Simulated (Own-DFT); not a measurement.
# How strain changes the stress of 4H SiC, 32 atoms (C16Si16)

Calculated results; nothing here was measured. They come from Own-DFT, an in-house plane-wave density functional program, since retired, whose code no person has reviewed. Each row is one single-point run on a periodic cell that was not relaxed, without spin or spin-orbit coupling.

Settings of every run: PBE; PseudoDojo norm-conserving scalar-relativistic files; cutoff 42 hartree; 5 x 5 x 3 k mesh centred on Gamma; Fermi-Dirac smearing of 0.1 eV.

Known limits: forces on such cells passed a denser k mesh, each cell not checked; stress not checked against mesh or cutoff.

Unstrained cell vectors in Å: (6.165, 0.000, 0.000); (-3.083, 5.339, 0.000); (0.000, 0.000, 10.068). The unstrained cell has measured lattice constants (interpolated for alloys), not those of this functional. That, the random moves and any unrelaxed bonds set the pressure at no strain. Each run strains this cell uniformly, with the atoms carried along. Every atom was also moved at random, by a Gaussian of width 0.05 Å on each axis. Strain is the symmetric tensor, in per cent. Stress is positive in tension, and the pressure is minus a third of its trace.

```
run  e_xx (%)  e_yy (%)  e_zz (%)  e_yz (%)  e_xz (%)  e_xy (%)  s_xx (GPa)  s_yy (GPa)  s_zz (GPa)  s_yz (GPa)  s_xz (GPa)  s_xy (GPa)  P (GPa)  E (meV/atom)
  1      0.24     -1.91      1.70      1.05     -0.99      1.13       -3.89      -16.95        3.07        4.02       -3.37        4.74     5.92          12.2
  2     -1.25     -0.39      0.56     -0.83     -0.01     -1.28      -14.37      -10.74       -3.36       -3.24       -0.24       -8.82     9.49          52.3
  3     -1.58      0.54      1.95     -0.89     -1.19      0.27      -17.20       -1.31        4.43       -3.69       -3.66        0.90     4.69          34.9
  4      0.12     -0.46     -1.17      1.96      1.80      1.48       -3.54       -9.09      -16.00        6.00        5.12        7.28     9.54          52.8
  5      1.94      0.23      1.01      1.06     -1.41      1.32        5.76       -1.00       -1.52        2.98       -4.92        6.48    -1.08           5.2
  6      1.81      1.56     -0.23      0.19      0.59     -1.45        5.54        3.66       -6.95        0.21        1.92       -6.40    -0.75          18.3
  7     -1.19      1.52      0.01      0.10      0.79      1.96       -8.52        1.28       -7.51       -0.09        3.30        7.94     4.92          21.5
  8      0.89     -0.29      0.74      0.32     -1.68      0.15        0.28       -4.83       -2.68        1.52       -5.37        1.77     2.41           8.6
  9     -0.15      0.09      0.39     -1.35     -1.20      0.56       -7.46       -3.13       -2.78       -3.18       -3.27        2.53     4.45           0.0
 10      0.97      0.76      0.67     -1.74      1.10      1.95        1.83       -0.80       -2.34       -5.90        1.95        6.75     0.44          27.1
 11     -1.35     -1.10      1.13     -0.88     -1.11     -0.10      -11.06      -13.77       -0.01       -2.71       -4.52       -1.28     8.28           5.3
 12     -1.25     -0.16      0.83     -1.15      1.19     -0.60      -14.30       -5.46       -0.01       -4.14        4.18       -3.90     6.59           4.9
 13      1.33      0.51     -0.64     -1.09      1.90     -0.93        1.96       -0.76      -12.77       -2.43        7.10       -4.43     3.85          37.5
 14      0.10      0.74      0.41      0.71     -1.61     -0.84       -3.84       -0.73       -5.17        1.12       -5.70       -3.12     3.25          21.7
 15      1.60     -0.27     -1.21      1.13     -0.59      0.17        3.07       -4.75      -17.43        6.46       -0.17       -1.90     6.37          37.9
 16      1.72      0.64     -0.17      0.82      1.14     -1.22           ?           ?           ?           ?           ?           ?        ?             ?
```

E is the free energy for each atom above the lowest run shown.

## Worked fit

Each stress component was fitted by least squares to a constant and the strains of the runs shown, as fractions, with shears doubled. Shear strains stay in the fit of a normal stress only where such slopes are resolved. The slopes, in GPa:

```
stress  at no strain  per e_xx  per e_yy  per e_zz  scatter
  s_xx          -5.1  575 ± 43   28 ± 55  -34 ± 59     1.81
  s_yy          -5.5  106 ± 36  590 ± 46   55 ± 49     1.51
  s_zz          -7.6  -15 ± 30   44 ± 39  685 ± 42     1.28
```

Each shear stress against twice its own strain: yz 134 ± 12, xz 150 ± 14, xy 223 ± 17 GPa. These are stiffnesses along x, y and z of the frame in which the cell vectors are given, which need not be the crystal's axes. The atoms are held to the strained lattice; where symmetry lets them move under strain, relaxing them would lower some slopes. The table should be nearly symmetric about its diagonal, and what it lacks of that shows the noise. A ninth of its sum, 226 ± 11 GPa, estimates the bulk modulus near the mean pressure of these runs, 4.6 GPa, so it lies above the value at zero pressure.

## Withheld run

Question: what normal stresses and pressure should run 16 give?

The fit gives s_xx = 5.0, s_yy = 0.0, s_zz = -8.7 and P = 1.2 GPa. The calculation gave 4.61, 1.03, -6.22 and P = 0.19 GPa.
